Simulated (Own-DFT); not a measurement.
# How strain changes the stress of diamond-structure GeSn with randomly placed atoms, 64 atoms (Ge56Sn8)

Calculated results; nothing here was measured. They come from Own-DFT, an in-house plane-wave density functional program, since retired, whose code no person has reviewed. Each row is one single-point run on a periodic cell that was not relaxed, without spin or spin-orbit coupling.

Settings of every run: PBE; PseudoDojo norm-conserving scalar-relativistic files; cutoff 49 hartree; 3 x 3 x 3 k mesh centred on Gamma; Fermi-Dirac smearing of 0.1 eV.

Known limits: forces on such cells moved up to 12 meV/angstrom on a denser k mesh; stress not checked against mesh or cutoff.

Unstrained cell vectors in Å: (11.524, 0.000, 0.000); (0.000, 11.524, 0.000); (0.000, 0.000, 11.524). The unstrained cell has measured lattice constants (interpolated for alloys), not those of this functional. That, the random moves and any unrelaxed bonds set the pressure at no strain. Each run strains this cell uniformly, with the atoms carried along. Every atom was also moved at random, by a Gaussian of width 0.05 Å on each axis. The random placing of the alloy's atoms differs from row to row. Strain is the symmetric tensor, in per cent. Stress is positive in tension, and the pressure is minus a third of its trace.

| run | e_xx (%) | e_yy (%) | e_zz (%) | s_xx (GPa) | s_yy (GPa) | s_zz (GPa) | P (GPa) | E (meV/atom) |
|---|---|---|---|---|---|---|---|---|
| 1 | 0.75 | 0.75 | 0.00 | -3.97 | -3.99 | -4.39 | 4.12 | 3.6 |
| 2 | -3.00 | -3.00 | 0.00 | -11.39 | -11.08 | -9.30 | 10.59 | 91.2 |
| 3 | -0.25 | -0.25 | 0.00 | -5.69 | -5.61 | -5.33 | 5.54 | 13.1 |
| 4 | 2.00 | 2.00 | 0.00 | -2.29 | -2.23 | -3.36 | 2.63 | 3.7 |
| 5 | 2.25 | 2.25 | 0.00 | -2.04 | -1.84 | -2.98 | 2.29 | 0.0 |
| 6 | -1.75 | -1.75 | 0.00 | -8.29 | -8.26 | -7.43 | 8.00 | 39.7 |
| 7 | -0.75 | -0.75 | 0.00 | -6.67 | -6.42 | -6.02 | 6.37 | 25.6 |
| 8 | -2.25 | -2.25 | 0.00 | -9.42 | -9.58 | -8.21 | 9.07 | 65.4 |
| 9 | 1.50 | 1.50 | 0.00 | ? | ? | ? | ? | ? |

E is the free energy for each atom above the lowest run shown.

## Worked fit

The change of volume is close to e_xx + e_yy + e_zz. A straight line through the runs shown gives P = 5.52 - 78 x (fractional change of volume) GPa, with an error of 3 on the slope and a scatter of 0.35 GPa. The strain isn't the same on all axes, but the crystal is cubic, so the slope still estimates the bulk modulus, averaged over pressures from 2.3 to 10.6 GPa.

## Withheld run

Question: what pressure should run 9 give? Its volume changes by 3.02 %.

The line gives 3.2 GPa. The calculation gave 3.22 GPa.
